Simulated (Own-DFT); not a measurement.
GaP (zincblende, atoms displaced) (calculated)

Computed with Own-DFT development build. A calculation, not a measurement: plane-wave PBE density functional theory by an unreviewed code, no spin, of a simulated periodic cell, stress positive in tension, free energy of the whole cell less one offset for each atom, forces on such cells passed a denser k mesh, this cell's mesh not checked; offsets are fitted by least squares, one for each functional and potential file, so energies compare only between cells with the same atoms and settings and are not formation energies; the far tail of each file's local potential was reset to the Coulomb form; each entry is a single point on an unrelaxed cell, so the pressure reflects the starting lattice, mostly measured values (interpolated for alloys), from which strain is counted, and rises with the displacements; printed positions are rounded, which can move forces by about a meV/angstrom; the program, named Own-DFT, is a retired in-house code; no spin-orbit coupling.

Settings shared by all entries: functional PBE; potential files PseudoDojo norm-conserving, scalar-relativistic, standard set; wave cutoff 42 hartree; occupations Fermi-Dirac; smearing width 0.1 eV; k mesh 2 x 3 x 3 centred on Gamma.

(1) 
```cif
# cell vector a (Å): 16.3515 0.0000 0.0000
# cell vector b (Å): 0.0000 10.9010 0.0000
# cell vector c (Å): 0.0000 0.0000 10.9010
data_GaP
_symmetry_space_group_name_H-M 'P 1'
_symmetry_Int_Tables_number 1
_cell_length_a 16.3515
_cell_length_b 10.9010
_cell_length_c 10.9010
_cell_angle_alpha 90.000
_cell_angle_beta 90.000
_cell_angle_gamma 90.000
_cell_volume 1943.08
loop_
_atom_site_label
_atom_site_type_symbol
_atom_site_fract_x
_atom_site_fract_y
_atom_site_fract_z
_atom_site_occupancy
Ga1 Ga 0.00180 0.00550 0.00691 1
Ga2 Ga 0.99144 0.24121 0.25785 1
Ga3 Ga 0.16687 0.00683 0.24501 1
Ga4 Ga 0.16719 0.26696 0.01308 1
P1 P 0.08767 0.11356 0.13648 1
P2 P 0.07309 0.37366 0.38517 1
P3 P 0.25258 0.13785 0.35831 1
P4 P 0.23771 0.38974 0.12749 1
Ga5 Ga 0.01057 0.01871 0.51201 1
Ga6 Ga 0.99489 0.24699 0.76827 1
Ga7 Ga 0.17902 0.98190 0.73754 1
Ga8 Ga 0.16124 0.24791 0.49172 1
P5 P 0.08933 0.13185 0.62677 1
P6 P 0.08421 0.39307 0.86918 1
P7 P 0.25645 0.15200 0.85701 1
P8 P 0.25414 0.38141 0.61737 1
Ga9 Ga 0.99134 0.51863 0.00958 1
Ga10 Ga 0.00302 0.75498 0.25932 1
Ga11 Ga 0.17323 0.50828 0.24847 1
Ga12 Ga 0.16014 0.74960 0.00046 1
P9 P 0.09177 0.61370 0.11901 1
P10 P 0.08056 0.87615 0.35525 1
P11 P 0.25253 0.61497 0.35832 1
P12 P 0.25468 0.87730 0.11725 1
Ga13 Ga 0.99811 0.49944 0.48979 1
Ga14 Ga 0.00686 0.74412 0.74493 1
Ga15 Ga 0.16863 0.48829 0.75812 1
Ga16 Ga 0.16998 0.75395 0.51720 1
P13 P 0.07471 0.64159 0.63468 1
P14 P 0.07449 0.86327 0.91627 1
P15 P 0.24729 0.62854 0.87722 1
P16 P 0.24370 0.86533 0.62572 1
Ga17 Ga 0.33393 0.00332 0.00344 1
Ga18 Ga 0.33436 0.24305 0.24890 1
Ga19 Ga 0.50498 0.99938 0.24053 1
Ga20 Ga 0.48780 0.25332 0.00379 1
P17 P 0.41811 0.12542 0.15352 1
P18 P 0.40733 0.38822 0.40461 1
P19 P 0.57039 0.12137 0.37448 1
P20 P 0.58113 0.36898 0.09999 1
Ga21 Ga 0.35296 0.00495 0.49959 1
Ga22 Ga 0.33448 0.27096 0.75313 1
Ga23 Ga 0.52007 0.00464 0.75115 1
Ga24 Ga 0.50637 0.25022 0.52825 1
P21 P 0.40660 0.12440 0.63149 1
P22 P 0.41468 0.37020 0.85586 1
P23 P 0.59245 0.12672 0.88435 1
P24 P 0.58354 0.38505 0.62299 1
Ga25 Ga 0.32934 0.51233 0.99140 1
Ga26 Ga 0.35274 0.73188 0.25157 1
Ga27 Ga 0.49759 0.49496 0.23855 1
Ga28 Ga 0.50052 0.74684 0.98541 1
P25 P 0.41038 0.62557 0.13511 1
P26 P 0.41215 0.87142 0.38395 1
P27 P 0.58349 0.63299 0.39135 1
P28 P 0.58744 0.88448 0.11959 1
Ga29 Ga 0.32935 0.50484 0.49294 1
Ga30 Ga 0.33686 0.76231 0.74199 1
Ga31 Ga 0.49526 0.51196 0.74921 1
Ga32 Ga 0.51837 0.73401 0.50801 1
P29 P 0.41896 0.62918 0.64109 1
P30 P 0.41149 0.87404 0.86393 1
P31 P 0.58050 0.64044 0.88272 1
P32 P 0.59467 0.88575 0.62733 1
Ga33 Ga 0.65411 0.98345 0.01518 1
Ga34 Ga 0.65197 0.28700 0.25564 1
Ga35 Ga 0.83597 0.01622 0.25755 1
Ga36 Ga 0.84260 0.25051 0.97927 1
P33 P 0.73826 0.10601 0.12652 1
P34 P 0.75121 0.38664 0.38093 1
P35 P 0.91478 0.09621 0.37441 1
P36 P 0.90775 0.36713 0.12297 1
Ga37 Ga 0.66859 0.00431 0.48039 1
Ga38 Ga 0.66397 0.23435 0.74759 1
Ga39 Ga 0.84157 0.99891 0.76303 1
Ga40 Ga 0.82410 0.24253 0.49562 1
P37 P 0.75249 0.13719 0.61561 1
P38 P 0.74895 0.34578 0.88400 1
P39 P 0.91633 0.12685 0.86562 1
P40 P 0.90649 0.36817 0.62892 1
Ga41 Ga 0.68256 0.50563 0.98524 1
Ga42 Ga 0.66771 0.75455 0.26186 1
Ga43 Ga 0.83041 0.51223 0.27120 1
Ga44 Ga 0.82493 0.76304 0.01283 1
P41 P 0.75124 0.61199 0.12531 1
P42 P 0.75200 0.89379 0.35719 1
P43 P 0.92739 0.59541 0.38649 1
P44 P 0.90627 0.89037 0.13545 1
Ga45 Ga 0.65692 0.51266 0.49650 1
Ga46 Ga 0.68133 0.74723 0.75065 1
Ga47 Ga 0.82924 0.49814 0.76032 1
Ga48 Ga 0.84297 0.75622 0.52281 1
P45 P 0.75871 0.63158 0.64088 1
P46 P 0.74000 0.83546 0.88047 1
P47 P 0.90123 0.62463 0.87907 1
P48 P 0.92662 0.86654 0.61050 1
_calc_free_energy_of_cell_above_offsets '-21.569'  # eV
_calc_pressure 7.72  # GPa
_calc_stress_xx -7.98  # GPa
_calc_stress_yy -7.53  # GPa
_calc_stress_zz -7.64  # GPa
_calc_stress_yz -1.98  # GPa
_calc_stress_xz -0.59  # GPa
_calc_stress_xy 0.15  # GPa
```

Force:
```tsv
element	x (eV/Å)	y (eV/Å)	z (eV/Å)
Ga	-1.391	0.559	0.816
Ga	0.225	0.115	-0.54
Ga	2.354	-2.186	1.011
Ga	-1.357	-1.756	-2.001
P	-1.948	3.365	-2.072
P	1.808	-0.715	-1.882
P	-1.539	-2.197	2.765
P	4.065	-1.304	-0.573
Ga	-0.804	-2.205	-1.644
Ga	2.105	2.42	-2.576
Ga	-2.731	3.549	3.409
Ga	1.4	0.682	-0.094
P	0.318	-0.169	1.979
P	-2.664	-2.314	2.552
P	-2.077	-2.819	2.672
P	-1.456	-0.322	0.203
Ga	-0.196	-1.324	-0.678
Ga	-1.856	-2.284	-2.084
Ga	-3.146	-1.076	0.91
Ga	3.069	-1.073	1.445
P	-1.613	1.239	1.28
P	2.302	1.731	3.536
P	0.641	3.023	2.674
P	-0.485	-0.955	1.134
Ga	3.222	-3.359	6.703
Ga	-3.803	3.212	4.648
Ga	1.421	2.052	-2.235
Ga	-2.448	-2.139	-3.62
P	4.083	-4.919	-3.746
P	-0.91	1.151	-4.846
P	-0.116	0.959	-1.442
P	4.497	0.637	-1.281
Ga	0.198	0.993	-0.931
Ga	-0.281	3.958	0.301
Ga	-0.488	-1.29	1.441
Ga	-0.167	-1.244	-0.615
P	0.103	-0.249	-3.752
P	4.048	-3.633	-3.691
P	1.437	1.925	0.779
P	0.24	2.364	0.72
Ga	-3.254	0.074	-0.842
Ga	-1.681	-1.589	-3.633
Ga	-2.42	0.06	0.364
Ga	-2.13	-0.923	-1.877
P	2.68	1.218	1.905
P	2.579	2.891	3.821
P	-1.716	-0.277	0.705
P	0.764	0.209	1.978
Ga	0.233	-1.264	0.768
Ga	-4.591	4.577	3.483
Ga	-0.069	-0.633	1.179
Ga	-2.542	2.284	2.698
P	4.021	-3.226	-5.284
P	2.738	-1.531	-1.164
P	1.215	-1.801	-6.024
P	-5.418	-6.244	4.519
Ga	-1.458	2.617	2.302
Ga	-1.3	-1.486	0.457
Ga	1.831	-1.258	1.381
Ga	-4.207	4.255	3.925
P	-1.052	0.888	-3.001
P	2.1	1.741	1.492
P	2.829	-3.185	-2.617
P	0.655	-1.5	-0.912
Ga	5.531	3.971	-5.492
Ga	0.816	-2.492	0.34
Ga	-3.19	-1.115	-3.614
Ga	-0.492	-1.111	3.053
P	1.343	2.511	0.22
P	-1.606	-0.529	0.222
P	2.44	4.332	3.455
P	0.929	0.765	0.897
Ga	-0.194	0.665	1.063
Ga	0.543	1.541	-0.661
Ga	-1.98	-2.166	-2.195
Ga	2.566	1.423	-1.463
P	-1.732	-3.338	1.948
P	-1.504	2.643	-2.182
P	1.072	-1.871	2.344
P	1.164	0.317	-0.281
Ga	-1.851	-0.942	-0.205
Ga	0.165	-0.334	-1.095
Ga	0.356	-0.928	-1.909
Ga	1.586	-1.328	0.937
P	0.064	1.841	1.638
P	0.155	-2.487	2.057
P	-4.575	6.978	-4.192
P	1.512	-1.505	-0.89
Ga	3.104	-1.418	1.707
Ga	-4.945	-1.465	-3.411
Ga	-0.192	-1.905	-0.099
Ga	-2.539	-2.118	-3.267
P	-0.615	-1.644	-2.527
P	2.314	6.694	3.523
P	1.842	1.344	0.646
P	2.048	3.375	3.133
```

(2) 
```cif
# cell vector a (Å): 16.3515 0.0000 0.0000
# cell vector b (Å): 0.0000 10.9010 0.0000
# cell vector c (Å): 0.0000 0.0000 10.9010
data_GaP
_symmetry_space_group_name_H-M 'P 1'
_symmetry_Int_Tables_number 1
_cell_length_a 16.3515
_cell_length_b 10.9010
_cell_length_c 10.9010
_cell_angle_alpha 90.000
_cell_angle_beta 90.000
_cell_angle_gamma 90.000
_cell_volume 1943.08
loop_
_atom_site_label
_atom_site_type_symbol
_atom_site_fract_x
_atom_site_fract_y
_atom_site_fract_z
_atom_site_occupancy
Ga1 Ga 0.01081 0.99318 0.00453 1
Ga2 Ga 0.00176 0.24922 0.21869 1
Ga3 Ga 0.17185 0.99861 0.27220 1
Ga4 Ga 0.16769 0.25187 0.99907 1
P1 P 0.10504 0.11774 0.13155 1
P2 P 0.08135 0.38336 0.40258 1
P3 P 0.25279 0.11944 0.38052 1
P4 P 0.24864 0.37282 0.12360 1
Ga5 Ga 0.99993 0.98749 0.50328 1
Ga6 Ga 0.99262 0.25972 0.76628 1
Ga7 Ga 0.17417 0.00934 0.75404 1
Ga8 Ga 0.13731 0.24391 0.50097 1
P5 P 0.08015 0.11118 0.61967 1
P6 P 0.08570 0.38390 0.87903 1
P7 P 0.25516 0.12359 0.90305 1
P8 P 0.25718 0.34823 0.61923 1
Ga9 Ga 0.99779 0.53119 0.00856 1
Ga10 Ga 0.99779 0.72932 0.24482 1
Ga11 Ga 0.16729 0.51239 0.23424 1
Ga12 Ga 0.16798 0.75644 0.99644 1
P9 P 0.10113 0.63017 0.13036 1
P10 P 0.08167 0.85540 0.36104 1
P11 P 0.25597 0.61179 0.39472 1
P12 P 0.23984 0.86677 0.16174 1
Ga13 Ga 0.00972 0.53066 0.49509 1
Ga14 Ga 0.00379 0.75990 0.76055 1
Ga15 Ga 0.17068 0.50837 0.76247 1
Ga16 Ga 0.18286 0.72800 0.50590 1
P13 P 0.09244 0.62323 0.61734 1
P14 P 0.08718 0.85236 0.89992 1
P15 P 0.25552 0.62218 0.88291 1
P16 P 0.25126 0.86330 0.63513 1
Ga17 Ga 0.33098 0.00876 0.98957 1
Ga18 Ga 0.34345 0.25799 0.21483 1
Ga19 Ga 0.49391 0.02925 0.24470 1
Ga20 Ga 0.51275 0.24841 0.00516 1
P17 P 0.41389 0.14416 0.12638 1
P18 P 0.40797 0.35266 0.39175 1
P19 P 0.57277 0.11512 0.36211 1
P20 P 0.58359 0.38272 0.13958 1
Ga21 Ga 0.32113 0.99755 0.49775 1
Ga22 Ga 0.33004 0.26811 0.75258 1
Ga23 Ga 0.49195 0.01300 0.74747 1
Ga24 Ga 0.51056 0.24673 0.49806 1
P21 P 0.43544 0.11668 0.62574 1
P22 P 0.41866 0.37853 0.86133 1
P23 P 0.57113 0.11886 0.87361 1
P24 P 0.58363 0.36273 0.61265 1
Ga25 Ga 0.34204 0.48860 0.00121 1
Ga26 Ga 0.34486 0.76294 0.22120 1
Ga27 Ga 0.49428 0.50738 0.24681 1
Ga28 Ga 0.50008 0.74320 0.98803 1
P25 P 0.41663 0.62639 0.11902 1
P26 P 0.42826 0.86243 0.33975 1
P27 P 0.57802 0.62467 0.37527 1
P28 P 0.57908 0.87941 0.12505 1
Ga29 Ga 0.33691 0.50976 0.47480 1
Ga30 Ga 0.34719 0.75084 0.74761 1
Ga31 Ga 0.51186 0.50976 0.75934 1
Ga32 Ga 0.50559 0.74851 0.50193 1
P29 P 0.42872 0.63225 0.60741 1
P30 P 0.41810 0.88470 0.87974 1
P31 P 0.58606 0.61416 0.88042 1
P32 P 0.59522 0.86169 0.60943 1
Ga33 Ga 0.64156 0.98465 0.98818 1
Ga34 Ga 0.66034 0.25202 0.28027 1
Ga35 Ga 0.84022 0.02064 0.25586 1
Ga36 Ga 0.83744 0.25763 0.99385 1
P33 P 0.74416 0.13984 0.14166 1
P34 P 0.75457 0.35656 0.36784 1
P35 P 0.92001 0.11759 0.38701 1
P36 P 0.92188 0.35898 0.12365 1
Ga37 Ga 0.66467 0.00306 0.49303 1
Ga38 Ga 0.66502 0.25434 0.73598 1
Ga39 Ga 0.83405 0.00223 0.74201 1
Ga40 Ga 0.83012 0.24497 0.48353 1
P37 P 0.74319 0.12848 0.63360 1
P38 P 0.76192 0.35997 0.87958 1
P39 P 0.90023 0.13453 0.86822 1
P40 P 0.91779 0.37211 0.62644 1
Ga41 Ga 0.66692 0.50716 0.00775 1
Ga42 Ga 0.66117 0.75398 0.24128 1
Ga43 Ga 0.83877 0.47697 0.25657 1
Ga44 Ga 0.82972 0.76341 0.01980 1
P41 P 0.75233 0.63573 0.11852 1
P42 P 0.75015 0.88762 0.38331 1
P43 P 0.91568 0.60623 0.38987 1
P44 P 0.91952 0.87263 0.14767 1
Ga45 Ga 0.66853 0.50840 0.50445 1
Ga46 Ga 0.67900 0.77860 0.71823 1
Ga47 Ga 0.81986 0.50161 0.77102 1
Ga48 Ga 0.82652 0.75478 0.51184 1
P45 P 0.74821 0.64022 0.62195 1
P46 P 0.74312 0.86210 0.88891 1
P47 P 0.91005 0.64214 0.89167 1
P48 P 0.91825 0.86682 0.64373 1
_calc_stress_xx ?
```

Question: Estimate the stress xx of GaP (zincblende, atoms displaced) (entry 2).
Answer: -7.82 GPa

Further results for GaP (zincblende, atoms displaced) (entry 2):

* free energy of cell above offsets: -24.081 eV
* pressure: 7.35 GPa
* stress yy: -7.48 GPa
* stress zz: -6.74 GPa
* stress yz: 1.32 GPa
* stress xz: -2.92 GPa
* stress xy: 2.71 GPa

Force:
```tsv
element	x (eV/Å)	y (eV/Å)	z (eV/Å)
Ga	-1.245	0.699	0.798
Ga	2.952	-2.551	3.909
Ga	-1.098	-0.141	0.819
Ga	-0.505	0.642	0.095
P	-2.309	0.435	-0.526
P	-0.882	1.441	-4.853
P	-0.892	2.806	-0.724
P	0.062	1.01	-0.239
Ga	0.103	-1.389	-0.549
Ga	0.596	-0.269	-0.982
Ga	-0.26	-0.704	0.297
Ga	4.239	-1.047	0.716
P	-0.727	-0.35	2.835
P	-0.867	-0.15	0.522
P	-2.733	2.963	-4.712
P	-2.906	2.678	-1.892
Ga	0.851	-1.892	0.252
Ga	-0.028	-0.161	0.929
Ga	2.554	-3.555	4.394
Ga	4.684	-2.445	3.117
P	-3.945	1.855	-2.329
P	0.346	0.496	2.124
P	-3.086	2.916	-6.201
P	0.525	-0.074	-3.887
Ga	-0.262	-3	1.84
Ga	0.52	-1.908	0.053
Ga	0.436	-1.299	-1.475
Ga	-1.673	2.631	0.119
P	-0.258	1.174	3.147
P	-2.709	4.254	-4.157
P	0.802	0.878	-0.112
P	0.286	0.849	-0.089
Ga	2.697	-3.353	4.02
Ga	-3.85	3.371	5.525
Ga	-1.819	-3.589	-2.026
Ga	-1.264	1.437	0.075
P	3.294	-4.417	-4.622
P	0.86	0.818	-1.981
P	3.069	1.608	3.384
P	0.56	-0.496	-0.431
Ga	2.45	-1.337	1.026
Ga	1.48	-2.795	1.308
Ga	2.468	-4.23	2.431
Ga	-1.895	-1.253	-0.897
P	-4.872	3.077	-3.905
P	1.438	-0.083	1.354
P	2.088	1.217	-0.599
P	1.024	3.174	1.475
Ga	-0.755	0.347	-0.286
Ga	-0.865	-1.11	1.191
Ga	-0.25	-0.983	1.219
Ga	0.251	0.612	0.755
P	0.206	-0.884	-0.917
P	0.336	1.722	3.042
P	1.329	-0.429	-0.756
P	-1.863	-0.748	0.878
Ga	4.224	-4.236	4.471
Ga	-0.565	-0.556	0.17
Ga	-1.933	-1.575	-2.481
Ga	0.314	1.619	-2.129
P	-1.825	-2.01	2.417
P	0.164	-0.77	-0.439
P	1.457	2.354	-0.244
P	-3.804	3.452	-0.714
Ga	2.902	1.03	-0.343
Ga	-0.841	-0.611	-2.562
Ga	-1.455	-1.136	-0.466
Ga	-0.147	-1.911	3.415
P	0.309	-0.779	-1.543
P	-1.054	3.154	1.339
P	1.257	1.111	-0.608
P	-1.587	3.803	-1.948
Ga	-0.268	0.77	0.538
Ga	-0.153	-0.14	2.426
Ga	-1.3	-0.574	0.887
Ga	1.493	-0.72	3.027
P	1.07	-1.169	-2.184
P	-4.967	1.848	-0.929
P	2.91	-1.959	0.545
P	-0.699	1.4	-0.394
Ga	0.81	-1.454	0.142
Ga	0.736	-0.112	1.237
Ga	-0.003	1.14	-0.877
Ga	1.409	0.951	-0.62
P	-0.623	-2.073	2.362
P	0.777	-1.024	-1.668
P	-2.325	2.368	-2.306
P	-0.267	1	-1.414
Ga	-0.066	-0.836	-0.994
Ga	1.257	-1.561	4.292
Ga	2.215	1.239	-2.042
Ga	1.891	0.867	-1.696
P	0.35	-3.608	1.21
P	0.059	1.886	-1.424
P	0.021	-0.368	-1.235
P	-0.433	0.724	-1.722
```
